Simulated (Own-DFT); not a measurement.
# One host, several defects: grey tin

Calculated, not measured: single-point runs of Own-DFT, a retired in-house plane-wave DFT program that no person has reviewed, on unrelaxed cells, without spin or spin-orbit coupling.

Method: PBE; PseudoDojo norm-conserving scalar-relativistic files; cutoff 42 hartree; 3 x 3 x 3 k mesh centred on Gamma; cold (Marzari-Vanderbilt) smearing of 0.2 eV.

Caveats (not all hold for every row): not probed for a lower state with spin; forces on such cells moved up to 12 meV/angstrom on a denser k mesh; stress not checked against mesh or cutoff.

All runs share one cell, with vectors in Å (12.978, 0.000, 0.000); (0.000, 12.978, 0.000); (0.000, 0.000, 12.978) and a volume of 2185.9 Å³. The atoms are randomly displaced, by u rms on each axis. The defect's site can differ from row to row.

| cell | formula | u (Å) | P (GPa) |
|---|---|---|---|
| no defect | Sn64 | 0.0203 | 3.39 |
| no defect | Sn64 | 0.0503 | 3.61 |
| no defect | Sn64 | 0.0536 | 3.68 |
| one Sn vacancy | Sn63 | 0.0292 | 3.17 |
| one Sn vacancy | Sn63 | 0.0322 | ? |
| one Sn vacancy | Sn63 | 0.0445 | 3.33 |
| one Sn vacancy | Sn63 | 0.0505 | 3.51 |
| two Sn vacancies | Sn62 | 0.0308 | 3.15 |
| two Sn vacancies | Sn62 | 0.0486 | 3.28 |
| two Sn vacancies | Sn62 | 0.0521 | 3.42 |

## Working it out

P = P0 + c u² + a shift for each defect gives P0 = 3.29 GPa, c = 136 ± 20 GPa/Å² and a scatter of 0.05 GPa. The shifts, and each times the cell's volume:

- one Sn vacancy: -0.20 ± 0.04 GPa, -2.7 eV
- two Sn vacancies: -0.28 ± 0.04 GPa, -3.9 eV (-1.9 eV for each of its 2 sites)

Against the defect-free cell, a freed cell would be larger where the shift is positive and smaller where it is negative (160.2 GPa Å³ is 1 eV). The atoms around the defects weren't relaxed, which would change these numbers.

## The run left out

Asked: what pressure belongs in the blank (one Sn vacancy, u = 0.0322 Å)?

From the fit: 3.23 ± 0.06 GPa. The hidden result is 3.23 GPa.
